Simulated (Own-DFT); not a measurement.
# Strain and stress in bcc Nb, 36 atoms (Nb36)

Calculated results; nothing here was measured. The program, named Own-DFT, is a retired in-house plane-wave density functional code that no person has reviewed. Each row is one single-point run on a periodic cell that was not relaxed, without spin or spin-orbit coupling.

Settings of every run: PBE; PseudoDojo norm-conserving scalar-relativistic files; cutoff 42 hartree; 4 x 4 x 5 k mesh centred on Gamma; cold (Marzari-Vanderbilt) smearing of 0.2 eV.

Known limits: forces on such cells failed a check on a denser k mesh; stress not checked against mesh or cutoff.

Unstrained cell vectors in Å: (9.901, 0.000, 0.000); (0.000, 9.901, 0.000); (0.000, 0.000, 6.601). The unstrained cell has measured lattice constants (interpolated for alloys), not those of this functional. That, the random moves and any unrelaxed bonds set the pressure at no strain. Each run strains this cell uniformly, with the atoms carried along. Every atom was also moved at random, by a Gaussian of width 0.05 Å on each axis. Strain is the symmetric tensor, in per cent. Stress is positive in tension, and the pressure is minus a third of its trace.

| run | e_xx (%) | e_yy (%) | e_zz (%) | e_yz (%) | e_xz (%) | e_xy (%) | s_xx (GPa) | s_yy (GPa) | s_zz (GPa) | s_yz (GPa) | s_xz (GPa) | s_xy (GPa) | P (GPa) | E (meV/atom) |
|---|---|---|---|---|---|---|---|---|---|---|---|---|---|---|
| 1 | -0.94 | -0.33 | -1.09 | -0.42 | -0.75 | 1.62 | -6.90 | -6.21 | -7.27 | -0.23 | -0.17 | 0.43 | 6.80 | 13.4 |
| 2 | -1.54 | 0.80 | -0.01 | 1.16 | -1.68 | 1.60 | -5.35 | -3.07 | -3.64 | 0.39 | -0.49 | 0.32 | 4.02 | 9.2 |
| 3 | -0.08 | 1.09 | -1.71 | -1.59 | -0.87 | 1.01 | -3.83 | -2.33 | -5.47 | -0.55 | -0.32 | 0.48 | 3.88 | 11.8 |
| 4 | -1.86 | -1.44 | -1.58 | 1.30 | 1.43 | 1.15 | -12.22 | -12.08 | -11.84 | 0.51 | 0.49 | 0.55 | 12.04 | 43.8 |
| 5 | 0.60 | -0.54 | -1.41 | 1.52 | 1.00 | 0.65 | -3.99 | -5.39 | -6.07 | 0.45 | 0.43 | 0.25 | 5.15 | 15.4 |
| 6 | 1.32 | 0.71 | -0.37 | 0.89 | 1.75 | 1.94 | 1.23 | 0.48 | -0.57 | 0.43 | 0.50 | 0.70 | -0.38 | 0.0 |
| 7 | 0.94 | 1.58 | -1.80 | -0.45 | -1.39 | -1.58 | -0.69 | 0.00 | -3.66 | 0.02 | -0.20 | -0.65 | 1.45 | 11.6 |
| 8 | 1.09 | -1.29 | -1.57 | 1.63 | 0.93 | 0.85 | -3.79 | -6.72 | -6.72 | 0.39 | 0.48 | 0.38 | 5.74 | 11.6 |
| 9 | -1.03 | -0.58 | -0.42 | 0.78 | 1.43 | 1.13 | -6.56 | -6.27 | -5.91 | 0.29 | 0.46 | 0.41 | 6.25 | 12.9 |
| 10 | 1.05 | 1.37 | 0.70 | 1.96 | -1.03 | 1.54 | 2.37 | 2.84 | 2.17 | 0.54 | -0.04 | 0.35 | -2.46 | 8.6 |
| 11 | -1.69 | -1.25 | 1.75 | -1.87 | 0.29 | 0.82 | -6.44 | -5.67 | -1.99 | -0.60 | 0.06 | 0.11 | 4.70 | 12.3 |
| 12 | 1.55 | -0.92 | -0.35 | -0.92 | 0.49 | 1.50 | -0.49 | -2.97 | -2.47 | -0.14 | 0.05 | 0.31 | 1.98 | 3.8 |
| 13 | 1.71 | 1.52 | -0.16 | -0.03 | 1.58 | -0.17 | 3.41 | 3.09 | 1.49 | -0.05 | 0.36 | -0.08 | -2.66 | 5.0 |
| 14 | 1.44 | 0.21 | 1.93 | -0.47 | 0.04 | 1.65 | 3.45 | 2.28 | 3.95 | -0.06 | -0.12 | 0.36 | -3.23 | 11.3 |
| 15 | -1.94 | 1.87 | -1.05 | 1.56 | -1.97 | 0.12 | -6.50 | -2.10 | -5.52 | 0.69 | -0.29 | -0.19 | 4.71 | 12.9 |
| 16 | -1.76 | -0.16 | 1.86 | -1.61 | 0.39 | 1.20 | -4.54 | -2.97 | -0.32 | -0.60 | -0.07 | 0.07 | 2.61 | 4.8 |
| 17 | 0.41 | -1.82 | 1.74 | 1.92 | -1.62 | -0.10 | -1.74 | -3.88 | -0.27 | 0.40 | -0.63 | -0.29 | 1.97 | 3.4 |
| 18 | 1.78 | 0.42 | 0.53 | -1.88 | -0.34 | -0.84 | ? | ? | ? | ? | ? | ? | ? | ? |

E is the free energy for each atom above the lowest run shown.

## Worked fit

Each stress component was fitted by least squares to a constant and the strains of the runs shown, as fractions, with shears doubled. Shear strains stay in the fit of a normal stress only where such slopes are resolved. The slopes, in GPa:

```
stress,at no strain,per e_xx,per e_yy,per e_zz,scatter
s_xx,-2.8,251 ± 5,138 ± 6,138 ± 5,0.27
s_yy,-2.8,144 ± 6,250 ± 7,144 ± 6,0.33
s_zz,-2.7,139 ± 5,138 ± 6,253 ± 6,0.30
```

Each shear stress against twice its own strain: yz 15 ± 1, xz 14 ± 1, xy 17 ± 1 GPa. These are stiffnesses along x, y and z of the frame in which the cell vectors are given, which need not be the crystal's axes. The atoms are held to the strained lattice; where symmetry lets them move under strain, relaxing them would lower some slopes. The table should be nearly symmetric about its diagonal, and what it lacks of that shows the noise. A ninth of its sum, 177 ± 3 GPa, estimates the bulk modulus near the mean pressure of these runs, 3.1 GPa, so it lies above the value at zero pressure.

## Withheld run

Question: what normal stresses and pressure should run 18 give?

The fit gives s_xx = 3.0, s_yy = 1.6, s_zz = 1.7 and P = -2.1 GPa. The calculation gave 2.85, 1.60, 1.65 and P = -2.04 GPa.
